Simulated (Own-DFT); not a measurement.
# Response to strain: beta-Si3N4, 112 atoms (N64Si48)

Everything here is calculated. The program is Own-DFT (plane waves, in-house, since retired, never reviewed by a person); positions were held fixed, and spin and spin-orbit coupling were off.

Settings: PBE; PseudoDojo norm-conserving scalar-relativistic files; cutoff 42 hartree; 2 x 2 x 4 k mesh centred on Gamma; Fermi-Dirac smearing of 0.1 eV.

Caveats: forces on such cells moved up to 12 meV/angstrom on a denser k mesh; stress not checked against mesh or cutoff.

Unstrained cell vectors in Å: (15.212, 0.000, 0.000); (-7.606, 13.174, 0.000); (0.000, 0.000, 5.818). The unstrained cell has measured lattice constants (interpolated for alloys), not those of this functional. That, the random moves and any unrelaxed bonds set the pressure at no strain. In each run the cell takes a homogeneous strain; fractional positions stay. Random moves of width 0.05 Å per axis were added to every atom. Strain is the symmetric tensor, in per cent. Stress is positive in tension, and the pressure is minus a third of its trace.

| run | e_xx (%) | e_yy (%) | e_zz (%) | e_yz (%) | e_xz (%) | e_xy (%) | s_xx (GPa) | s_yy (GPa) | s_zz (GPa) | s_yz (GPa) | s_xz (GPa) | s_xy (GPa) | P (GPa) | E (meV/atom) |
|---|---|---|---|---|---|---|---|---|---|---|---|---|---|---|
| 1 | 1.95 | 0.00 | -0.35 | 1.21 | -0.65 | 0.34 | 0.28 | -2.78 | -12.72 | 4.54 | -2.31 | -0.19 | 5.07 | 22.9 |
| 2 | -0.33 | 1.54 | -0.83 | 0.70 | 1.13 | 1.06 | -9.54 | 0.84 | -14.80 | 2.66 | 4.74 | 6.30 | 7.83 | 13.6 |
| 3 | 1.86 | 1.85 | 0.14 | -0.49 | -0.52 | -1.50 | 4.33 | 4.39 | -5.73 | 0.56 | 0.55 | -6.14 | -1.00 | 7.4 |
| 4 | -1.11 | -1.20 | 1.39 | -1.16 | 1.01 | -1.46 | -11.79 | -16.59 | -5.64 | -5.82 | 3.81 | -8.29 | 11.34 | 39.3 |
| 5 | 0.27 | -1.00 | 0.34 | -1.31 | 0.01 | 1.97 | -8.86 | -12.32 | -6.80 | -4.26 | 0.41 | 8.72 | 9.33 | 20.5 |
| 6 | 1.22 | 0.31 | -1.95 | 1.89 | -0.03 | -1.46 | -4.61 | -5.31 | -22.96 | 9.62 | -0.37 | -7.00 | 10.96 | 39.9 |
| 7 | -0.99 | 0.16 | 1.09 | 1.54 | 1.92 | 1.01 | -11.71 | -8.47 | -2.95 | 5.32 | 6.27 | 4.22 | 7.71 | 25.5 |
| 8 | -0.86 | 0.69 | -1.60 | -1.22 | 0.83 | -1.84 | -11.27 | -5.19 | -24.18 | -5.56 | 4.18 | -5.54 | 13.55 | 33.8 |
| 9 | 0.41 | -0.84 | -1.43 | -0.78 | 0.72 | -1.60 | -9.20 | -13.15 | -18.64 | -2.14 | 2.59 | -7.28 | 13.67 | 27.1 |
| 10 | -0.93 | -0.97 | -1.90 | 1.00 | 1.45 | 1.98 | -14.49 | -13.98 | -29.79 | 3.65 | 3.37 | 6.76 | 19.42 | 51.6 |
| 11 | -0.67 | 1.37 | 1.24 | 1.09 | -0.70 | -1.64 | -5.07 | -2.29 | -1.91 | 4.15 | -1.83 | -4.76 | 3.09 | 0.0 |
| 12 | -1.41 | 1.44 | -0.19 | 0.22 | 0.43 | -1.12 | -14.06 | -0.63 | -13.57 | 0.88 | 2.11 | -3.40 | 9.42 | 33.9 |
| 13 | -1.18 | 1.12 | -1.39 | 0.18 | -1.92 | 0.45 | -14.26 | -6.58 | -16.54 | 0.85 | -6.50 | 2.83 | 12.46 | 18.3 |
| 14 | 0.37 | -1.14 | -0.36 | -1.27 | 0.34 | -0.08 | -7.24 | -14.55 | -15.17 | -3.76 | 1.89 | 1.04 | 12.32 | 43.5 |
| 15 | -0.07 | -1.90 | -0.25 | -1.57 | 1.79 | -1.98 | -9.90 | -17.76 | -14.61 | -4.83 | 5.76 | -8.66 | 14.09 | 31.0 |
| 16 | -0.02 | 1.75 | -1.72 | -0.18 | -0.83 | -1.70 | -9.52 | 0.67 | -21.09 | 0.10 | -4.03 | -5.00 | 9.98 | 58.5 |
| 17 | -0.08 | -1.31 | 0.06 | -0.64 | -0.90 | 1.15 | -11.30 | -14.08 | -10.13 | -1.33 | -3.73 | 3.69 | 11.84 | 21.4 |
| 18 | -0.35 | -0.56 | -0.07 | 0.83 | 0.38 | -0.30 | ? | ? | ? | ? | ? | ? | ? | ? |

E is the free energy per atom, counted from the lowest run shown.

## What the rows give

Each stress component was fitted by least squares to a constant and the strains of the runs shown, as fractions, with shears doubled. Shear strains stay in the fit of a normal stress only where such slopes are resolved. The slopes, in GPa:

```
stress  at no strain  per e_xx  per e_yy  per e_zz  scatter
  s_xx          -7.8  457 ± 34  121 ± 28  143 ± 32     1.39
  s_yy          -7.8  168 ± 33  529 ± 27   22 ± 31     1.32
  s_zz         -10.8  120 ± 53  114 ± 44  706 ± 50     2.16
```

The slope of each shear stress on twice its own strain, from a fit on all six strains: yz 188 ± 12, xz 182 ± 10, xy 214 ± 11 GPa. These are stiffnesses along x, y and z of the frame in which the cell vectors are given, with the crystal's c axis along z: C11, C12, C13 and C33. Hexagonal symmetry asks that xx and yy behave alike, which is a second check on the noise. No internal relaxation is included, and where it is allowed it would reduce some of the slopes. Slopes across the diagonal should nearly agree, so their difference gauges the noise. A ninth of the table's sum, 264 ± 8 GPa, estimates the bulk modulus near the mean pressure of these runs, 10.1 GPa, so it lies above the value at zero pressure.

## Withheld run

The question: what normal stresses and pressure should run 18 give?

The fit gives s_xx = -10.1, s_yy = -11.4, s_zz = -12.3 and P = 11.3 GPa. The calculation gave -8.79, -7.94, -13.90 and P = 10.21 GPa.
